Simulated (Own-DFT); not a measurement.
Al3GaN4 (wurtzite random alloy, strained, atoms displaced) (calculated)

Computed with Own-DFT development build. A calculation, not a measurement: plane-wave PBE density functional theory by an unreviewed code, no spin, of a simulated periodic cell, stress positive in tension, free energy of the whole cell less one offset for each atom, forces on such cells passed a denser k mesh, this cell's mesh not checked; offsets are fitted by least squares, one for each functional and potential file, so energies compare only between cells with the same atoms and settings and are not formation energies; the far tail of each file's local potential was reset to the Coulomb form; each entry is a single point on an unrelaxed cell, so the pressure reflects the starting lattice, mostly measured values, from which strain is counted, and rises with the displacements; printed positions are rounded, which can move forces by about a meV/angstrom; the program is a retired in-house code; no spin-orbit coupling.

### Al3GaN4 (wurtzite random alloy, strained, atoms displaced)

```cif
# cell vector a (Å): 9.2059 0.0000 0.0000
# cell vector b (Å): -4.6029 7.9725 0.0000
# cell vector c (Å): 0.0000 0.0000 10.0655
data_Al3GaN4
_symmetry_space_group_name_H-M 'P 1'
_symmetry_Int_Tables_number 1
_cell_length_a 9.2059
_cell_length_b 9.2058
_cell_length_c 10.0655
_cell_angle_alpha 90.000
_cell_angle_beta 90.000
_cell_angle_gamma 120.000
_cell_volume 738.75
loop_
_atom_site_label
_atom_site_type_symbol
_atom_site_fract_x
_atom_site_fract_y
_atom_site_fract_z
_atom_site_occupancy
Al1 Al 0.10864 0.22194 0.00185 1
Al2 Al 0.21943 0.10484 0.24874 1
N1 N 0.10874 0.23581 0.18459 1
N2 N 0.23266 0.12003 0.43773 1
Al3 Al 0.12588 0.22983 0.50417 1
Al4 Al 0.22941 0.11202 0.75434 1
N3 N 0.11610 0.21772 0.69627 1
N4 N 0.22397 0.12006 0.94008 1
Ga1 Ga 0.11482 0.56603 0.99572 1
Ga2 Ga 0.23308 0.44798 0.24792 1
N5 N 0.11644 0.56248 0.19449 1
N6 N 0.21282 0.43604 0.44217 1
Al5 Al 0.11523 0.56282 0.50076 1
Al6 Al 0.22560 0.45616 0.75024 1
N7 N 0.10887 0.55290 0.68783 1
N8 N 0.23005 0.44884 0.94648 1
Al7 Al 0.11296 0.88704 0.99861 1
Al8 Al 0.22919 0.78023 0.25825 1
N9 N 0.10925 0.88849 0.19811 1
N10 N 0.22250 0.77077 0.43798 1
Al9 Al 0.11602 0.89248 0.49984 1
Al10 Al 0.21557 0.77902 0.74407 1
N11 N 0.11290 0.89623 0.68884 1
N12 N 0.22016 0.77938 0.94628 1
Al11 Al 0.44063 0.22327 0.00722 1
Al12 Al 0.55721 0.10727 0.24953 1
N13 N 0.44666 0.22383 0.19187 1
N14 N 0.55868 0.11000 0.44772 1
Al13 Al 0.44071 0.22065 0.49487 1
Ga3 Ga 0.55513 0.10077 0.76259 1
N15 N 0.44014 0.22169 0.69069 1
N16 N 0.55800 0.10984 0.94209 1
Al14 Al 0.45132 0.55624 0.00025 1
Al15 Al 0.56533 0.45072 0.25264 1
N17 N 0.44434 0.55609 0.18660 1
N18 N 0.54836 0.43269 0.44317 1
Al16 Al 0.44848 0.56779 0.50488 1
Al17 Al 0.55954 0.44709 0.74367 1
N19 N 0.44030 0.54841 0.68580 1
N20 N 0.55098 0.43566 0.93899 1
Ga4 Ga 0.44427 0.89358 0.01199 1
Al18 Al 0.54975 0.77179 0.25157 1
N21 N 0.44980 0.89286 0.17791 1
N22 N 0.55946 0.77907 0.43615 1
Al19 Al 0.44168 0.89468 0.49961 1
Al20 Al 0.55542 0.77544 0.75546 1
N23 N 0.44526 0.88894 0.69172 1
N24 N 0.56463 0.78067 0.93683 1
Al21 Al 0.77959 0.22337 0.99518 1
Al22 Al 0.88157 0.10051 0.24309 1
N25 N 0.77764 0.22850 0.19576 1
N26 N 0.88562 0.11695 0.43951 1
Al23 Al 0.78326 0.22442 0.49822 1
Al24 Al 0.88979 0.11348 0.75237 1
N27 N 0.78056 0.21690 0.69049 1
N28 N 0.89386 0.10955 0.94268 1
Ga5 Ga 0.78670 0.56505 0.99171 1
Ga6 Ga 0.88948 0.44729 0.25041 1
N29 N 0.77567 0.55704 0.19333 1
N30 N 0.88854 0.44696 0.44256 1
Ga7 Ga 0.78073 0.56189 0.50785 1
Ga8 Ga 0.88561 0.43182 0.75013 1
N31 N 0.76452 0.54541 0.69210 1
N32 N 0.89226 0.44448 0.94294 1
Al25 Al 0.77868 0.88615 0.00511 1
Al26 Al 0.88191 0.77371 0.25417 1
N33 N 0.76774 0.88089 0.18390 1
N34 N 0.88652 0.77361 0.43956 1
Ga9 Ga 0.78453 0.88712 0.49529 1
Al27 Al 0.89314 0.78282 0.75836 1
N35 N 0.78007 0.89110 0.68782 1
N36 N 0.89061 0.77764 0.93480 1
```

It was run with functional PBE, potential files PseudoDojo norm-conserving, scalar-relativistic, standard set with the stringent files for Ga, wave cutoff 96 hartree, occupations Gaussian, smearing width 0.01 eV and k mesh 4 x 4 x 3 centred on Gamma.

Results for Al3GaN4 (wurtzite random alloy, strained, atoms displaced): free energy of cell above offsets -20.834 eV; pressure 15.57 GPa; stress xx -15.68 GPa; stress yy -19.54 GPa; stress zz -11.51 GPa; stress yz 0.77 GPa; stress xz 0.6 GPa; stress xy -1.25 GPa.

Force:
```csv
element,x (eV/Å),y (eV/Å),z (eV/Å)
Al,0.485,1.309,-0.311
Al,-0.646,2.314,0.065
N,0.989,-3.944,0.376
N,-1.683,-2.436,-0.687
Al,-1.719,-1.754,0.672
Al,-0.832,0.807,0.137
N,-1.144,1.228,-0.639
N,0.659,-2.004,0.688
Ga,1.333,-2.416,2.202
Ga,-2.248,-0.162,1.411
N,0.025,0.821,-0.509
N,0.941,2.961,0.3
Al,-0.182,-2.899,-0.214
Al,1.032,-2.362,0.993
N,0.057,1.607,-0.152
N,-0.368,-0.177,-1.698
Al,-0.969,1.555,1.148
Al,-0.73,-0.268,-1.991
N,0.016,-0.872,-1.16
N,-0.398,2.352,0.93
Al,-0.553,0.237,-0.294
Al,1.237,-0.041,1.153
N,0.039,-1.293,-0.293
N,-0.036,2.124,-2.91
Al,0.811,-0.127,-0.644
Al,-0.401,1.235,0.9
N,-0.124,-0.438,0.319
N,-0.713,0.274,-1.807
Al,2.025,-0.083,2.164
Ga,-1.024,1.825,-2.364
N,1.287,0.054,-0.729
N,-0.703,1.365,1.826
Al,-0.28,0.063,-0.307
Al,-1.645,-1.435,0.58
N,2.598,0.991,-0.198
N,-0.696,2.937,-1.014
Al,0.11,-2.484,-1.121
Al,-2.44,-2.463,1.681
N,0.012,1.831,0.851
N,0.186,1.246,-0.656
Ga,0.813,-1.029,-6.004
Al,0.018,0.443,-0.483
N,-0.162,-0.782,7.844
N,-1.775,0.046,-0.224
Al,1.716,-0.696,1.077
Al,0.34,0.124,-1.286
N,-0.514,-2.316,-0.917
N,-0.465,-0.697,0.724
Al,0.384,-0.213,1.8
Al,-0.057,2.333,1.214
N,0.515,-2.423,-1.964
N,2.718,-0.664,-1.265
Al,-1.012,0.343,0.746
Al,1.606,-0.839,-0.181
N,-0.376,-0.829,-0.852
N,-1.294,-0.309,-0.31
Ga,-1.187,-2.796,1.786
Ga,0.771,0.571,0.818
N,0.129,1.122,-1.162
N,0.894,0.108,0.679
Ga,-0.372,-2.226,-0.587
Ga,-0.925,1.478,0.291
N,2.811,2.985,0.93
N,-0.297,-0.826,-0.698
Al,-0.112,0.504,-1.652
Al,0.673,0.369,-0.497
N,0.868,0.118,1.442
N,2.169,1.411,-1.03
Ga,-1.585,1.92,1.458
Al,-0.862,-0.497,-2.763
N,-0.014,-0.681,1.184
N,0.28,2.468,1.187
```
